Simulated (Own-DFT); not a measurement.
# PBE against PBEsol on the same cells

These are calculations, not measurements. The program, named Own-DFT, is a retired in-house plane-wave density functional code that no person has reviewed. Each row is one single-point run on a periodic cell that was not relaxed, without spin or spin-orbit coupling.

Known limits, some of them of some rows only: forces on such cells failed a check on a denser k mesh; forces on such cells moved up to 12 meV/angstrom on a denser k mesh; forces on such cells passed a denser k mesh, each cell not checked; stress not checked against mesh or cutoff.

Each cell was run twice at the same cutoff, k mesh and smearing, with PBE and with PBEsol, on PseudoDojo norm-conserving files made for PBE. Atoms were moved at random from their sites; u is the rms move along one axis. Files made for PBEsol would give a somewhat different change.

| cell | atoms | volume (Å³/atom) | u (Å) | cutoff (hartree) | P with PBE (GPa) | P with PBEsol (GPa) | change (GPa) |
|---|---|---|---|---|---|---|---|
| C11b WSi2 (Si20W10) | 30 | 13.44 | 0.050 | 50 | 6.13 | 2.05 | -4.09 |
| C11b WSi2 (Si20W10) | 30 | 13.44 | 0.048 | 50 | 6.14 | 2.05 | -4.09 |
| C11b WSi2 (Si20W10) | 30 | 13.89 | 0.052 | 50 | -1.34 | -5.27 | -3.94 |
| C40 NbSi2 (Nb12Si24) | 36 | 14.71 | 0.046 | 42 | 2.12 | -1.51 | -3.63 |
| C40 NbSi2 (Nb12Si24) | 36 | 14.38 | 0.048 | 42 | 6.50 | 2.76 | -3.74 |
| C40 NbSi2 (Nb12Si24) | 36 | 14.64 | 0.103 | 42 | 7.69 | ? | ? |
| D0_22 TiAl3 (Al30Ti10) | 40 | 15.63 | 0.045 | 42 | 2.46 | 0.56 | -1.90 |
| D0_22 TiAl3 (Al30Ti10) | 40 | 15.21 | 0.058 | 42 | 6.43 | 4.46 | -1.97 |
| D0_22 TiAl3 (Al30Ti10) | 40 | 15.63 | 0.054 | 42 | 2.74 | 0.84 | -1.90 |
| beta-Si3N4 (N24Si18) | 42 | 10.41 | 0.021 | 42 | 5.57 | 3.17 | -2.41 |
| beta-Si3N4 (N64Si48) | 112 | 10.68 | 0.052 | 42 | 1.83 | -0.53 | -2.36 |
| beta-Si3N4 (N64Si48) | 112 | 10.31 | 0.048 | 42 | 11.42 | 9.00 | -2.42 |

## Worked reading

Mean change of pressure by composition, in GPa: Si2W, -4.04; NbSi2, -3.69; N4Si3, -2.40; Al3Ti, -1.93. At a fixed cell PBEsol gives the lower pressure, because it favours a smaller volume than PBE. Here the change varies more between materials than between cells of one material.

## Withheld value

Question: what PBEsol pressure should the Nb12Si24 cell with the blank give?

Adding the mean change of the cells with its composition, -3.69 GPa, to 7.69 gives 4.0 GPa. The calculation gave 4.04 GPa.
